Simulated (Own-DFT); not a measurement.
# One host, several defects: zincblende GaAs

The numbers are computed, not measured, by runs of the plane-wave DFT program Own-DFT (in-house, retired, unreviewed) at fixed positions, with no spin and no spin-orbit coupling.

Common settings: PBE; PseudoDojo norm-conserving scalar-relativistic files; cutoff 42 hartree; 3 x 3 x 3 k mesh centred on Gamma; Fermi-Dirac smearing of 0.1 eV.

Limits (not all hold for every row): not probed for a lower state with spin; forces not confirmed at this smearing and k mesh; stress not checked against mesh or cutoff.

All runs share one cell, with vectors in Å (11.737, 0.000, 0.000); (0.000, 11.737, 0.000); (0.000, 0.000, 10.919) and a volume of 1504.3 Å³, strained against the parent crystal. u is the rms random offset of the atoms per axis. The defect's site can differ from row to row.

| cell | formula | u (Å) | P (GPa) |
|---|---|---|---|
| no defect | As32Ga32 | 0.0312 | 0.79 |
| no defect | As32Ga32 | 0.0473 | 1.02 |
| no defect | As32Ga32 | 0.0484 | 1.01 |
| one In on a Ga site | As32Ga31In | 0.0311 | 1.34 |
| one In on a Ga site | As32Ga31In | 0.0462 | 1.62 |
| one In on a Ga site | As32Ga31In | 0.0507 | 1.64 |
| one Al on a Ga site | AlAs32Ga31 | 0.0277 | ? |
| one Al on a Ga site | AlAs32Ga31 | 0.0305 | 0.74 |
| one Al on a Ga site | AlAs32Ga31 | 0.0454 | 0.98 |
| one Al on a Ga site | AlAs32Ga31 | 0.0507 | 1.04 |
| one P on an As site | As31Ga32P | 0.0296 | 0.51 |
| one P on an As site | As31Ga32P | 0.0512 | 0.80 |
| one P on an As site | As31Ga32P | 0.0540 | 0.91 |
| one As vacancy and one Ga vacancy | As31Ga31 | 0.0302 | 0.51 |
| one As vacancy and one Ga vacancy | As31Ga31 | 0.0476 | 0.64 |
| one As vacancy and one Ga vacancy | As31Ga31 | 0.0479 | 0.64 |

## What the rows give

P = P0 + c u² + a shift for each defect gives P0 = 0.63 GPa, c = 171 ± 15 GPa/Å² and a scatter of 0.04 GPa. The shifts, and each times the cell's volume:

- one In on a Ga site: 0.58 ± 0.03 GPa, 5.5 eV
- one Al on a Ga site: -0.02 ± 0.03 GPa, -0.2 eV (not resolved)
- one P on an As site: -0.25 ± 0.03 GPa, -2.4 eV
- one As vacancy and one Ga vacancy: -0.34 ± 0.03 GPa, -3.2 eV

Against the defect-free cell, a freed cell would be larger where the shift is positive and smaller where it is negative (160.2 GPa Å³ is 1 eV). The atoms around the defects weren't relaxed, which would change these numbers.

## Prediction

Q: what pressure belongs in the blank (one Al on a Ga site, u = 0.0277 Å)?

From the fit: 0.74 ± 0.05 GPa. The hidden result is 0.71 GPa.
